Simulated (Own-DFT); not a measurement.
# Shaking the atoms of a stack of InAs and GaAs layers, 64 atoms (As32Ga24In8)

All numbers below are calculated, not measured. They come from Own-DFT, an in-house plane-wave density functional program, since retired, whose code no person has reviewed. Each row is one single-point run on a periodic cell that was not relaxed, without spin or spin-orbit coupling.

Settings of every run: PBE; PseudoDojo norm-conserving scalar-relativistic files; cutoff 42 hartree; 3 x 3 x 3 k mesh centred on Gamma; Fermi-Dirac smearing of 0.1 eV.

Known limits: forces on such cells passed a denser k mesh, each cell not checked; stress not checked against mesh or cutoff.

Cell vectors in Å: (11.307, 0.000, 0.000); (0.000, 11.307, 0.000); (0.000, 0.000, 11.307). In each run every atom was moved at random and independently from its ideal site; u is the rms move along one axis. E is the free energy for each atom above the fitted value at u = 0, and F the rms of the force components.

| run | u (Å) | E (meV/atom) | F (eV/Å) | largest force (eV/Å) | P (GPa) |
|---|---|---|---|---|---|
| 1 | 0.0308 | 17.9 | 0.680 | 2.91 | 8.94 |
| 2 | 0.0310 | ? | ? | ? | ? |
| 3 | 0.0600 | 71.1 | 1.080 | 4.16 | 9.69 |
| 4 | 0.0604 | 73.5 | 1.103 | 5.18 | 9.70 |
| 5 | 0.0989 | 180.0 | 1.753 | 9.48 | 11.16 |
| 6 | 0.1025 | 202.2 | 1.856 | 8.44 | 11.28 |
| 7 | 0.1112 | 241.9 | 2.163 | 11.80 | 11.98 |

## Worked fit

For small independent moves the energy grows as E = (3/2) K u², with K the mean stiffness felt by one atom. The runs with u up to 0.11 Å give K = 12.8 ± 0.3 eV/Å², with residuals divided by u² + 0.0006 Å², since the noise grows with the moves. The scatter is 2.2 meV/atom at u = 0.05 Å. The forces follow F² = F0² + G² u², fitted to F/u, with G = 17.1 eV/Å² and F0 = 0.42 eV/Å. F0 is the force that atoms already bear on their ideal sites. G exceeds K because the moves of its neighbours add to the force on an atom, and stiffness differs between atoms. The pressure follows P = 8.77 + 242 u² GPa: at fixed volume, shortened bonds push harder than stretched ones pull.

## Withheld run

Question: what energy and rms force should run 2 give?

The fit gives 19 ± 1 meV/atom and about 0.68 eV/Å. The calculation gave 26.7 meV/atom and 0.740 eV/Å. This run lies off the fit, by chance or by something that the fit leaves out.
